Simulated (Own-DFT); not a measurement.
# Energy and forces against displacement in grey tin, 64 atoms (Sn64)

These are calculations, not measurements. The program, named Own-DFT, is a retired in-house plane-wave density functional code that no person has reviewed. Each row is one single-point run on a periodic cell that was not relaxed, without spin or spin-orbit coupling.

Settings of every run: PBE; PseudoDojo norm-conserving scalar-relativistic files; cutoff 42 hartree; 3 x 3 x 3 k mesh centred on Gamma; cold (Marzari-Vanderbilt) smearing of 0.2 eV.

Known limits: forces on such cells moved up to 12 meV/angstrom on a denser k mesh; stress not checked against mesh or cutoff.

Cell vectors in Å: (12.978, 0.000, 0.000); (0.000, 12.978, 0.000); (0.000, 0.000, 12.978). In each run every atom was moved at random and independently from its ideal site; u is the rms move along one axis. E is the free energy for each atom above the fitted value at u = 0, and F the rms of the force components.

| run | u (Å) | E (meV/atom) | F (eV/Å) | largest force (eV/Å) | P (GPa) |
|---|---|---|---|---|---|
| 1 | 0.0192 | 4.4 | 0.201 | 0.64 | 3.37 |
| 2 | 0.0195 | ? | ? | ? | ? |
| 3 | 0.0209 | 5.6 | 0.220 | 0.80 | 3.38 |
| 4 | 0.0462 | 26.2 | 0.503 | 2.23 | 3.58 |
| 5 | 0.0500 | 35.9 | 0.594 | 2.10 | 3.67 |
| 6 | 0.0509 | 30.1 | 0.526 | 1.97 | 3.59 |
| 7 | 0.0916 | 98.8 | 0.982 | 3.38 | 4.25 |
| 8 | 0.0997 | 127.8 | 1.195 | 4.44 | 4.55 |
| 9 | 0.1509 | 355.2 | 2.334 | 10.91 | 6.73 |

## Worked fit

For small independent moves the energy grows as E = (3/2) K u², with K the mean stiffness felt by one atom. The runs with u up to 0.11 Å give K = 8.4 ± 0.3 eV/Å², with residuals divided by u² + 0.0006 Å², since the noise grows with the moves. The scatter is 2.5 meV/atom at u = 0.05 Å. The forces follow F = G u with G = 11.0 eV/Å²; no force at u = 0 is resolved. G exceeds K because the moves of its neighbours add to the force on an atom, and stiffness differs between atoms. At u = 0.151 Å the parabola gives 285 meV/atom and the run 355. The pressure follows P = 3.33 + 118 u² GPa: at fixed volume, shortened bonds push harder than stretched ones pull.

## Withheld run

Question: what energy and rms force should run 2 give?

The fit gives 5 ± 1 meV/atom and about 0.21 eV/Å. The calculation gave 4.8 meV/atom and 0.206 eV/Å.
